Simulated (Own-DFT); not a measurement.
# A layer strained by its substrate: grey tin, 64 atoms (Sn64)

Source: density functional calculations with Own-DFT, an unreviewed in-house program that is no longer used. Nothing was measured or relaxed, and spin and spin-orbit coupling are left out.

Common settings: PBE; PseudoDojo norm-conserving scalar-relativistic files; cutoff 42 hartree; 3 x 3 x 3 k mesh centred on Gamma; cold (Marzari-Vanderbilt) smearing of 0.2 eV.

Limits: forces on such cells moved up to 12 meV/angstrom on a denser k mesh; stress not checked against mesh or cutoff.

Unstrained cell vectors in Å: (12.978, 0.000, 0.000); (0.000, 12.978, 0.000); (0.000, 0.000, 12.978). The unstrained cell has measured lattice constants (interpolated for alloys), not those of this functional. That, the random moves and any unrelaxed bonds set the pressure at no strain. Each run strains x and y alike by e, as a substrate would, and holds the height along z. Each coordinate of each atom was shifted by a normal deviate of width 0.05 Å. Stress is positive in tension.

```
e (%)  u (Å)  (s_xx + s_yy)/2 (GPa)  s_zz (GPa)
-3.00  0.049                  -7.51       -6.62
-3.00  0.048                  -7.52       -6.62
-2.25  0.046                      ?           ?
-1.25  0.046                  -5.08       -4.78
-1.25  0.051                  -5.12       -4.76
-0.25  0.049                  -3.87       -3.83
-0.25  0.049                  -3.92       -3.84
 0.50  0.048                  -2.99       -3.15
 0.50  0.052                  -3.10       -3.15
 1.00  0.046                  -2.49       -2.81
 1.00  0.050                  -2.56       -2.81
```

## Worked fit

With e as a fraction, the in-plane stress is -3.6 + 113 e - 577 e² GPa (errors 2 and 75, scatter 0.04), and s_zz is -3.6 + 87 e - 462 e² GPa (slope ± 1, scatter 0.02). At e = 0 the first slope is C11 + C12 and the second 2 C12, both with the ions held to the strained lattice and at the cell's own pressure. The term in e² is negative: the layer stiffens under compression and softens under tension. A free layer would change its height as e changes, and the in-plane slope would drop by 2 C12²/C11 to the biaxial modulus. At fixed height, a misfit of 1 % moves the in-plane stress by about 1.1 GPa and s_zz by 0.9 GPa.

## Check

Q: what are the two stresses at e = -2.25 %?

The fit gives -6.4 and -5.8 GPa. The run itself gave -6.46 and -5.85 GPa.
